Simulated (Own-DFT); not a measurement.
# One host, several defects: grey tin

Everything here is calculated. The program is Own-DFT (plane waves, in-house, since retired, never reviewed by a person); positions were held fixed, and spin and spin-orbit coupling were off.

Settings: PBE; PseudoDojo norm-conserving scalar-relativistic files; cutoff 42 hartree; 3 x 3 x 3 k mesh centred on Gamma; cold (Marzari-Vanderbilt) smearing of 0.2 eV.

Limits (not all hold for every row): not probed for a lower state with spin; forces on such cells moved up to 12 meV/angstrom on a denser k mesh; stress not checked against mesh or cutoff.

All runs share one cell, with vectors in Å (12.978, 0.000, 0.000); (0.000, 12.978, 0.000); (0.000, 0.000, 12.978) and a volume of 2185.9 Å³. u is the rms random offset of the atoms per axis. The defect's site can differ from row to row.

```
            cell  formula   u (Å)  P (GPa)
       no defect     Sn64  0.0195     3.37
       no defect     Sn64  0.0466     3.59
       no defect     Sn64  0.0475     3.60
two Sn vacancies     Sn62  0.0309     3.17
two Sn vacancies     Sn62  0.0320     3.11
two Sn vacancies     Sn62  0.0492     3.41
two Sn vacancies     Sn62  0.0496        ?
  one Sn vacancy     Sn63  0.0288     3.27
  one Sn vacancy     Sn63  0.0307     3.25
  one Sn vacancy     Sn63  0.0475     3.40
```

## What the rows give

P = P0 + c u² + a shift for each defect gives P0 = 3.30 GPa, c = 136 ± 18 GPa/Å² and a scatter of 0.04 GPa. The shifts, and each times the cell's volume:

- one Sn vacancy: -0.18 ± 0.03 GPa, -2.4 eV
- two Sn vacancies: -0.27 ± 0.03 GPa, -3.7 eV (-1.9 eV for each of its 2 sites)

Positive is outwards. The product with the volume (160.2 GPa Å³ to the eV) is nearly free of the cell's size; divided by the bulk modulus at the cell's pressure it gives the volume that the defect adds. The atoms around the defects weren't relaxed, which would change these numbers.

## Withheld run

The question: what pressure belongs in the blank (two Sn vacancies, u = 0.0496 Å)?

The fit gives 3.36 ± 0.05 GPa. The calculation gave 3.24 GPa.
